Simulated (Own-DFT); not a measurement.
Hf16O31 (monoclinic hafnia with two neutral oxygen vacancies, atoms displaced) (calculated)

Computed with Own-DFT development build. A calculation, not a measurement: plane-wave PBE and HSE06 DFT by an unreviewed code, no spin, of a simulated cell at Gamma alone, so results move with cell size and shape, stress positive in tension, energies less offsets, not probed for a lower state with spin; hafnium file: forces about 75 meV/angstrom off all-electron values; oxygen file: force components 24 meV/angstrom off all-electron in a glass; k mesh not checked against a denser one; forces and stress are PBE's, HSE06 gives the energy alone, and its difference from PBE has offsets of its own; offsets are fitted by least squares, one for each functional and potential file, so energies compare only between cells with the same atoms and settings and are not formation energies; the far tail of each file's local potential was reset to the Coulomb form; each entry is a single point on an unrelaxed cell, so the pressure reflects the starting lattice, mostly measured values, from which strain is counted, and rises with the displacements; printed positions are rounded, which can move forces by about a meV/angstrom; the program is a retired in-house code; no spin-orbit coupling.

Common to all runs: first functional PBE; second functional HSE06; exact exchange share 0.25; screening 0.11 1/bohr; exchange divergence Gygi-Baldereschi; potential files PseudoDojo norm-conserving, scalar-relativistic, made for PBE, standard set; wave cutoff 48 hartree; occupations fixed; k mesh 1 x 1 x 1 centred on Gamma.

(1) Hf16O31 (monoclinic hafnia with two neutral oxygen vacancies, atoms displaced)

```
Hf16O31
1.0
     10.2340     0.0000     0.0000
      0.0000    10.3500     0.0000
     -1.6955     0.0000    10.4453
Hf O Hf O Hf O Hf O Hf O Hf O Hf O Hf O
4 7 4 8 4 8 4 8 4 8 4 8 4 8 4 7
Direct
  0.14161 0.02070 0.09392
  0.36225 0.27136 0.14195
  0.35698 0.47495 0.38856
  0.14328 0.23292 0.35711
  0.02852 0.16350 0.17582
  0.45420 0.42214 0.08876
  0.45575 0.34370 0.31682
  0.22215 0.37406 0.24579
  0.27705 0.12915 0.01070
  0.27000 0.11299 0.25567
  0.22359 0.37127 0.48651
  0.14154 0.01957 0.60334
  0.36294 0.26894 0.64573
  0.35973 0.47900 0.89773
  0.13332 0.22720 0.85446
  0.04051 0.16122 0.66893
  0.47100 0.40257 0.57344
  0.46740 0.33459 0.82756
  0.03784 0.08558 0.92609
  0.22441 0.37093 0.73781
  0.27472 0.12815 0.51076
  0.27737 0.12972 0.75973
  0.22530 0.37535 0.98296
  0.14466 0.51622 0.09522
  0.36474 0.77449 0.15199
  0.36643 0.98357 0.40310
  0.14140 0.73385 0.35688
  0.03554 0.66574 0.17567
  0.45305 0.91563 0.07768
  0.46375 0.84321 0.31730
  0.03743 0.57520 0.42643
  0.23427 0.87294 0.24280
  0.27269 0.62750 0.00820
  0.28358 0.61578 0.28232
  0.23111 0.87200 0.48712
  0.13931 0.51734 0.61140
  0.35937 0.77289 0.64425
  0.36032 0.97973 0.89642
  0.14801 0.73055 0.86719
  0.03890 0.67164 0.67522
  0.46394 0.91808 0.57815
  0.45948 0.83344 0.82636
  0.04917 0.58270 0.92184
  0.22782 0.87823 0.74372
  0.27669 0.62696 0.50906
  0.26708 0.62433 0.75515
  0.22563 0.87229 0.00280
  0.64079 0.01800 0.10854
  0.86142 0.27861 0.15327
  0.86421 0.49069 0.39935
  0.62867 0.24006 0.35133
  0.52881 0.16133 0.17079
  0.96920 0.40724 0.08567
  0.95883 0.32867 0.32190
  0.54280 0.08394 0.42727
  0.70941 0.38450 0.23891
  0.77866 0.12571 0.00925
  0.78003 0.12131 0.25556
  0.72711 0.37120 0.48276
  0.63870 0.01553 0.61163
  0.86455 0.26518 0.65162
  0.86971 0.48821 0.88646
  0.63918 0.23066 0.85304
  0.53344 0.16165 0.66801
  0.96394 0.41592 0.56822
  0.95382 0.34386 0.82887
  0.53409 0.09137 0.91924
  0.72858 0.37749 0.73665
  0.78059 0.12863 0.51302
  0.77328 0.12474 0.76680
  0.72380 0.36663 0.98711
  0.63617 0.51455 0.09415
  0.86742 0.77684 0.14900
  0.86594 0.98354 0.39705
  0.64348 0.72503 0.35678
  0.53169 0.66069 0.17207
  0.96641 0.91512 0.08237
  0.96086 0.83780 0.32618
  0.54255 0.58373 0.42324
  0.72472 0.88152 0.24458
  0.76986 0.62821 0.01822
  0.77735 0.62005 0.27264
  0.72560 0.87581 0.49272
  0.64129 0.51935 0.59799
  0.85547 0.77317 0.64053
  0.86211 0.98578 0.90001
  0.63864 0.73222 0.85868
  0.54195 0.67414 0.67514
  0.96714 0.83420 0.82561
  0.53756 0.58278 0.92201
  0.72993 0.89375 0.74667
  0.77691 0.62862 0.50641
  0.77432 0.62283 0.76897
  0.72853 0.85420 0.99086
```

| Quantity | Value |
| --- | --- |
| PBE energy of cell above offsets | -86.402 eV |
| HSE06 less PBE above offsets | 0.625 eV |
| PBE pressure | 5.38 GPa |
| PBE stress xx | -4.81 GPa |
| PBE stress yy | -5.35 GPa |
| PBE stress zz | -5.97 GPa |
| PBE stress yz | 0.69 GPa |
| PBE stress xz | -0.61 GPa |
| PBE stress xy | -0.52 GPa |

Force:
```tsv
element	x (eV/Å)	y (eV/Å)	z (eV/Å)
Hf	-1.216	0.228	4.147
Hf	-0.781	-1.024	0.686
Hf	0.042	0.797	3.088
Hf	-1.996	-1.406	-1.478
O	0.988	-0.566	-0.066
O	0.628	0.551	-1.787
O	2.097	-2.201	0.181
O	-0.044	0.316	-1.836
O	-0.102	0.499	-0.932
O	0.406	0.859	0.595
O	0.071	0.001	0.756
Hf	-0.432	-0.603	-0.412
Hf	0.469	0.053	-0.022
Hf	1.462	0.235	-1.377
Hf	1.234	0.685	-0.769
O	-1.122	0.905	1.098
O	0.583	1.261	-0.285
O	-0.637	0.706	0.198
O	-0.571	0.074	-0.975
O	-0.442	1.037	0.409
O	-0.343	0.193	-0.202
O	-0.205	-1.133	1.019
O	-0.859	-1.04	0.371
Hf	-2.246	0.021	3.016
Hf	0.399	-1.304	0.329
Hf	0.435	-0.209	-2.176
Hf	-0.486	-1.134	-0.137
O	0.959	-0.53	-0.375
O	2.363	1.433	-0.748
O	1.609	-0.452	1.75
O	1.151	1.612	-0.37
O	-1.931	0.366	0.221
O	1.331	0.339	0.892
O	-0.802	1.742	-3.511
O	-0.745	0.047	0.882
Hf	-0.576	0.993	-1.648
Hf	0.552	-1.235	0.013
Hf	1.127	0.583	-0.244
Hf	-1.221	1.429	-3.099
O	-1.071	-0.116	-0.521
O	0.279	-0.266	0.445
O	0.659	0.031	0.598
O	-1.934	-0.982	-0.189
O	-0.574	0.578	-0.167
O	-0.233	0.41	1.35
O	1.254	-0.88	1.571
O	-0.375	-0.446	-1.908
Hf	-0.273	0.635	-0.295
Hf	-0.341	-2.008	-0.849
Hf	0.497	-2.711	-1.003
Hf	1.189	-1.207	0.481
O	0.293	0.255	0.225
O	1.635	2.388	-1.897
O	0.445	0.776	1.994
O	-0.671	0.396	-0.604
O	0.633	-0.666	-0.319
O	-0.548	-0.452	0.331
O	-1.153	0.078	0.634
O	-0.606	0.19	0.95
Hf	0.443	1.892	-1.467
Hf	-0.478	0.589	-2.709
Hf	-2.469	0.43	2.871
Hf	-0.033	0.226	0.286
O	-0.136	0.344	0.68
O	-0.043	-0.937	2.394
O	3.538	-3.054	-0.615
O	-0.7	-1.563	0.804
O	-0.544	0.622	-0.529
O	-0.044	0.024	0.421
O	1.061	0.216	-0.616
O	0.1	0.826	0.039
Hf	-0.017	1.076	1.841
Hf	-0.736	-1.798	0.115
Hf	-0.384	0.99	0.474
Hf	-1.183	1.051	-1.555
O	0.598	0.133	0.377
O	0.598	0.867	-0.99
O	1.06	-0.332	0.883
O	-1.069	-0.543	0.134
O	-0.314	-0.19	-0.843
O	1.215	-0.433	-0.348
O	0.022	1.223	-1.726
O	0.517	-0.892	0.154
Hf	-1.5	-0.479	0.816
Hf	2.174	0.505	1.643
Hf	-0.089	-1.423	-0.062
Hf	-0.619	-1.17	-0.628
O	-0.187	-0.515	-0.936
O	-0.079	0.345	0.317
O	-1.324	-0.394	-0.567
O	-0.113	-1.944	0.06
O	0.142	0.703	1.729
O	0.409	0.49	-1.182
O	-0.066	2.979	0.705
```

(2) Hf16O31 (monoclinic hafnia with two neutral oxygen vacancies, atoms displaced)

```
Hf16O31
1.0
     10.2340     0.0000     0.0000
      0.0000    10.3500     0.0000
     -1.6955     0.0000    10.4453
Hf O Hf O Hf O Hf O Hf O Hf O Hf O Hf O
4 7 4 8 4 8 4 8 4 7 4 8 4 8 4 8
Direct
  0.14209 0.01435 0.10341
  0.35947 0.27117 0.14311
  0.36287 0.48040 0.40224
  0.13432 0.22743 0.34920
  0.04346 0.16587 0.16909
  0.46497 0.40999 0.07887
  0.03215 0.08733 0.42654
  0.22685 0.37736 0.23370
  0.28150 0.13751 0.00942
  0.28082 0.12466 0.26065
  0.22799 0.37010 0.49393
  0.14055 0.01774 0.61236
  0.35668 0.26662 0.64888
  0.35672 0.48769 0.89827
  0.14186 0.22797 0.84922
  0.03560 0.16804 0.66764
  0.45935 0.40897 0.57686
  0.46590 0.33852 0.82540
  0.03053 0.08838 0.92309
  0.22896 0.37982 0.75180
  0.27452 0.13002 0.50613
  0.27332 0.12091 0.76117
  0.23409 0.37129 0.99648
  0.13511 0.51572 0.10548
  0.36961 0.77214 0.14858
  0.36616 0.97300 0.39752
  0.14208 0.73873 0.35909
  0.03922 0.66585 0.17152
  0.45928 0.91128 0.07542
  0.45868 0.83411 0.32081
  0.03815 0.58344 0.42690
  0.22576 0.88524 0.23599
  0.27370 0.63436 0.01363
  0.28421 0.61790 0.26020
  0.22389 0.87296 0.48441
  0.14436 0.52053 0.60620
  0.36099 0.75855 0.65151
  0.36677 0.97935 0.89928
  0.13343 0.73063 0.85884
  0.04252 0.66334 0.67742
  0.46548 0.92290 0.56603
  0.46769 0.84030 0.82608
  0.03770 0.58586 0.92532
  0.21921 0.87385 0.73772
  0.27504 0.62596 0.52222
  0.27431 0.62692 0.76188
  0.22574 0.87259 0.99013
  0.64268 0.02148 0.11073
  0.85974 0.27291 0.14365
  0.87260 0.48345 0.39921
  0.63877 0.22635 0.35297
  0.96749 0.40204 0.07770
  0.95163 0.32950 0.33678
  0.53005 0.08294 0.42320
  0.73163 0.37693 0.23739
  0.77407 0.13139 0.00798
  0.77697 0.10749 0.26709
  0.73018 0.36329 0.48764
  0.64149 0.01242 0.59781
  0.86440 0.26936 0.64324
  0.86521 0.48011 0.89682
  0.63723 0.23729 0.84770
  0.52195 0.16778 0.66965
  0.96541 0.41263 0.57882
  0.96435 0.33133 0.83320
  0.52957 0.08464 0.91844
  0.73103 0.37921 0.74764
  0.77409 0.12527 0.50827
  0.77459 0.12465 0.75865
  0.71898 0.36851 0.99221
  0.63854 0.51458 0.10338
  0.86694 0.77329 0.14049
  0.86508 0.98596 0.39577
  0.63678 0.72640 0.36206
  0.53207 0.67471 0.17269
  0.96753 0.90254 0.08246
  0.96673 0.83059 0.33190
  0.53390 0.58613 0.42277
  0.71361 0.87631 0.24427
  0.78290 0.63452 0.00584
  0.77588 0.62565 0.25808
  0.72460 0.87043 0.48556
  0.64163 0.51667 0.60250
  0.86273 0.76485 0.64742
  0.86396 0.97520 0.89556
  0.63789 0.73165 0.86121
  0.53185 0.66433 0.67627
  0.95890 0.92549 0.57990
  0.95877 0.83105 0.82903
  0.54338 0.58808 0.92047
  0.72215 0.87459 0.74177
  0.78273 0.63167 0.50995
  0.77304 0.62777 0.75478
  0.72735 0.87166 0.99682
```

| Quantity | Value |
| --- | --- |
| PBE energy of cell above offsets | -87.742 eV |
| HSE06 less PBE above offsets | 0.584 eV |
| PBE pressure | 4.87 GPa |
| PBE stress xx | -4.71 GPa |
| PBE stress yy | -5.21 GPa |
| PBE stress zz | -4.7 GPa |
| PBE stress yz | 0.7 GPa |
| PBE stress xz | -0.08 GPa |
| PBE stress xy | -0.66 GPa |

Force:
```tsv
element	x (eV/Å)	y (eV/Å)	z (eV/Å)
Hf	0.237	1.573	-0.174
Hf	0.468	-0.836	1.459
Hf	0.018	-1.147	-1.553
Hf	0.843	-0.39	0.926
O	-1.304	0.197	0.423
O	1.475	1.551	-0.393
O	0.664	0.124	-0.335
O	-0.232	0.067	1.461
O	-0.664	-1.465	-0.477
O	-0.217	-0.353	-0.154
O	-0.993	0.309	-0.655
Hf	-0.206	0.313	-1.936
Hf	0.626	-0.179	-0.745
Hf	1.285	-1.32	0.68
Hf	-1.104	0.444	1.759
O	0.3	0.152	0.656
O	2.031	1.629	-0.16
O	-0.248	0.709	0.494
O	0.306	-0.835	-0.034
O	-0.753	0.764	-0.922
O	-0.709	-0.343	0.641
O	0.014	-0.56	-0.101
O	-1.277	0.707	-1.44
Hf	1.215	1.04	0.601
Hf	-2.175	-0.943	-0.597
Hf	-1.012	2.507	-1.263
Hf	-0.639	-1.376	-1.722
O	-0.026	-0.259	0.29
O	2.117	2.211	-0.15
O	1.319	-0.614	1.529
O	1.005	0.601	-0.072
O	-0.647	-1.07	0.839
O	0.133	-0.931	-0.745
O	-0.98	0.168	1.062
O	-0.21	-0.221	1.19
Hf	-1.266	-1.08	0.374
Hf	0.767	2.691	-0.089
Hf	-0.251	0.271	-0.266
Hf	0.99	0.701	0.107
O	-1.277	0.508	-0.34
O	-0.438	-2.226	2.168
O	0.012	-0.723	-0.261
O	-0.958	-1.084	-0.072
O	0.297	0.232	0.216
O	0.534	0.295	-1.29
O	0.403	-0.76	0.704
O	-0.742	0.217	-0.542
Hf	-0.915	-0.288	-0.674
Hf	-0.354	-1.779	0.352
Hf	-1.601	-0.023	-0.734
Hf	-0.67	-0.114	-0.032
O	0.499	1.748	-0.617
O	2.252	-1.268	-0.99
O	1.547	1.272	-0.756
O	-1.069	0.383	-0.002
O	-0.03	-0.487	0.751
O	-0.782	2.343	-2.137
O	-0.845	1.341	0.548
Hf	-0.775	1.42	0.896
Hf	-0.443	-0.732	0.479
Hf	-0.363	-0.152	-0.106
Hf	-1.095	-1.856	0.445
O	1.963	-0.947	0.255
O	0.895	1.044	0.298
O	0.571	0.112	-0.517
O	0.967	0.439	0.934
O	-0.42	0.914	-1.354
O	0.157	0.184	0.379
O	-0.04	-0.754	-0.141
O	0.68	1.134	-0.162
Hf	-0.531	1.086	0.851
Hf	-2.541	-2.514	2.696
Hf	0.035	-2.385	0.961
Hf	1.226	1.365	-2.611
O	1.976	-2.153	-0.169
O	2.355	3.342	-1.628
O	0.03	0.242	-0.183
O	-0.346	-1.122	1.128
O	0.846	0.284	-0.774
O	-0.053	-1.066	0.182
O	-0.363	-0.994	0.53
O	-0.377	-0.12	1.034
Hf	-0.827	-0.037	0.389
Hf	0.451	1.357	-0.42
Hf	-1.07	1.708	0.03
Hf	0.873	0.846	-1.081
O	0.615	-0.745	-0.527
O	0.331	-0.894	1.006
O	0.9	-0.504	0.079
O	-1.781	-1.592	0.848
O	0.24	0.575	-0.448
O	-0.835	-0.893	0.214
O	0.166	-1.337	0.463
O	-0.181	0.344	-0.777
```
